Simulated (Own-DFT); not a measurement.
# Shaking the atoms of zincblende GaP, 96 atoms (Ga48P48)

These are calculations, not measurements. The program, named Own-DFT, is a retired in-house plane-wave density functional code that no person has reviewed. Each row is one single-point run on a periodic cell that was not relaxed, without spin or spin-orbit coupling.

Settings of every run: PBE; PseudoDojo norm-conserving scalar-relativistic files; cutoff 42 hartree; 2 x 3 x 3 k mesh centred on Gamma; Fermi-Dirac smearing of 0.1 eV.

Known limits, some of them of some rows only: some atoms lie very close together; forces on such cells moved up to 12 meV/angstrom on a denser k mesh; forces on such cells passed a denser k mesh, each cell not checked; stress not checked against mesh or cutoff.

Cell vectors in Å: (16.352, 0.000, 0.000); (0.000, 10.901, 0.000); (0.000, 0.000, 10.901). In each run every atom was moved at random and independently from its ideal site; u is the rms move along one axis. E is the free energy for each atom above the fitted value at u = 0, and F the rms of the force components.

```
run   u (Å)  E (meV/atom)  F (eV/Å)  largest force (eV/Å)  P (GPa)
  1  0.0189           6.0     0.264                  0.96     2.70
  2  0.0208           7.8     0.300                  0.94     2.73
  3  0.0496          42.2     0.698                  2.21     3.23
  4  0.0504          42.8     0.713                  2.43     3.23
  5  0.0937             ?         ?                     ?        ?
  6  0.0980         172.0     1.610                 10.17     4.95
  7  0.1000         169.1     1.492                  5.58     4.90
  8  0.1466         327.7     2.235                 10.66     7.35
  9  0.1968         699.3     3.748                 18.55    12.25
```

## Worked fit

For small independent moves the energy grows as E = (3/2) K u², with K the mean stiffness felt by one atom. The runs with u up to 0.11 Å give K = 11.5 ± 0.2 eV/Å², with residuals divided by u² + 0.0006 Å², since the noise grows with the moves. The scatter is 1.3 meV/atom at u = 0.05 Å. The forces follow F = G u with G = 14.7 eV/Å²; no force at u = 0 is resolved. G exceeds K because the moves of its neighbours add to the force on an atom, and stiffness differs between atoms. At u = 0.197 Å the parabola gives 668 meV/atom and the run 699. The pressure follows P = 2.63 + 234 u² GPa: at fixed volume, shortened bonds push harder than stretched ones pull.

## Withheld run

Question: what energy and rms force should run 5 give?

The fit gives 151 ± 5 meV/atom and about 1.38 eV/Å. The calculation gave 152.6 meV/atom and 1.483 eV/Å.
